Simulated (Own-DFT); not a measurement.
# Response to strain: 4H SiC, 72 atoms (C36Si36)

Calculated, not measured: single-point runs of Own-DFT, a retired in-house plane-wave DFT program that no person has reviewed, on unrelaxed cells, without spin or spin-orbit coupling.

All runs used: PBE; PseudoDojo norm-conserving scalar-relativistic files; cutoff 42 hartree; 4 x 4 x 3 k mesh centred on Gamma; Fermi-Dirac smearing of 0.1 eV.

Limits: forces on such cells passed a denser k mesh, each cell not checked; stress not checked against mesh or cutoff.

Unstrained cell vectors in Å: (9.248, 0.000, 0.000); (-4.624, 8.009, 0.000); (0.000, 0.000, 10.068). The unstrained cell has measured lattice constants (interpolated for alloys), not those of this functional. That, the random moves and any unrelaxed bonds set the pressure at no strain. The cell is deformed uniformly in each run, and the atoms keep their fractional places. Each atom got a random Gaussian move of width 0.05 Å along each axis. Strains are tensor components in per cent; tension counts as positive stress, and P is minus the mean normal stress.

```
run  e_xx (%)  e_yy (%)  e_zz (%)  e_yz (%)  e_xz (%)  e_xy (%)  s_xx (GPa)  s_yy (GPa)  s_zz (GPa)  s_yz (GPa)  s_xz (GPa)  s_xy (GPa)  P (GPa)  E (meV/atom)
  1      0.76      1.10     -1.67     -0.22     -0.11     -0.36       -0.20        0.38      -14.84       -1.16       -0.55       -1.84     4.88           3.4
  2      1.77     -1.21      1.29     -0.69     -0.03      1.32        2.12       -8.32        0.39       -1.82       -0.31        7.64     1.94          25.1
  3      0.68     -1.13     -0.91     -1.41     -0.63      0.52       -1.51      -12.76      -11.86       -4.26       -1.75        2.88     8.71          20.0
  4     -1.13     -1.14     -1.62     -1.24      1.31     -0.23      -16.58      -13.32      -16.26       -5.17        3.94       -1.54    15.39          44.3
  5     -1.82      1.56     -0.84      1.04      0.22     -0.88      -13.24        1.33      -14.46        4.12        0.96       -3.76     8.79          36.8
  6      0.95      0.37     -1.08     -1.26     -1.19      1.34        1.22       -2.88      -13.30       -4.57       -4.19        5.24     4.99          12.9
  7      1.54      0.96     -1.03      1.48     -1.65      0.03        4.32       -0.01      -12.10        4.65       -5.52        0.32     2.59          14.7
  8      1.61      0.51      0.86      1.24     -0.86     -1.82        3.59       -0.67        0.18        4.40       -3.55       -8.16    -1.03           2.3
  9      1.00      1.92     -1.44      0.90     -0.23      1.78        3.24        4.85      -14.84        2.54       -1.15        7.07     2.25          13.7
 10      0.94      1.69      1.65      0.28      0.05      1.54        3.80        5.77        1.94        0.46       -0.03        5.24    -3.84           3.6
 11     -0.22     -0.63      1.57      1.03      1.36     -0.62       -5.15       -8.33        2.91        3.26        4.10       -0.83     3.52           1.8
 12      1.07      0.46      0.76      0.34      1.70     -1.28        2.15       -1.40       -0.93        0.67        5.28       -5.48     0.06           0.0
 13      0.58      1.54     -0.94     -0.40     -1.26     -1.55        0.78        3.11      -11.88       -1.51       -4.88       -6.92     2.67           1.0
 14      1.60      0.45     -1.78      1.93     -1.60     -1.84        2.44       -2.26      -17.58        6.84       -5.56       -7.32     5.80          54.9
 15      0.98     -1.28     -0.04     -1.19     -0.04     -1.74       -1.09      -11.95       -6.11       -4.26       -0.84       -8.01     6.38          14.5
 16     -1.99      0.93     -0.14     -0.53      1.36     -0.44      -14.62       -2.02       -7.06       -1.93        4.34       -2.71     7.90           2.0
 17      1.12      0.87      1.08     -1.51      0.15      1.84           ?           ?           ?           ?           ?           ?        ?             ?
```

E is the free energy for each atom above the lowest run shown.

## What the rows give

Each stress component was fitted by least squares to a constant and the strains of the runs shown, as fractions, with shears doubled. Shear strains stay in the fit of a normal stress only where such slopes are resolved. The slopes, in GPa:

```
stress,at no strain,per e_xx,per e_yy,per e_zz,scatter
s_xx,-5.1,554 ± 28,170 ± 30,62 ± 28,1.29
s_yy,-5.3,87 ± 13,550 ± 14,70 ± 13,0.59
s_zz,-6.7,37 ± 25,-13 ± 26,584 ± 25,1.13
```

The slope of each shear stress on twice its own strain, from a fit on all six strains: yz 174 ± 7, xz 162 ± 6, xy 222 ± 9 GPa. These are stiffnesses along x, y and z of the frame in which the cell vectors are given, with the crystal's c axis along z: C11, C12, C13 and C33. Hexagonal symmetry asks that xx and yy behave alike, which is a second check on the noise. These are clamped-ion slopes: internal relaxation, where symmetry allows it, would soften some. Slopes across the diagonal should nearly agree, so their difference gauges the noise. A ninth of the table's sum, 233 ± 6 GPa, estimates the bulk modulus near the mean pressure of these runs, 4.4 GPa, so it lies above the value at zero pressure.

## Test on the hidden row

Question: what normal stresses and pressure should run 17 give?

From the fit: s_xx = 3.2, s_yy = 1.2, s_zz = -0.1 and P = -1.4 GPa. The calculation gave 2.13, -0.14, 1.09 and P = -1.03 GPa.
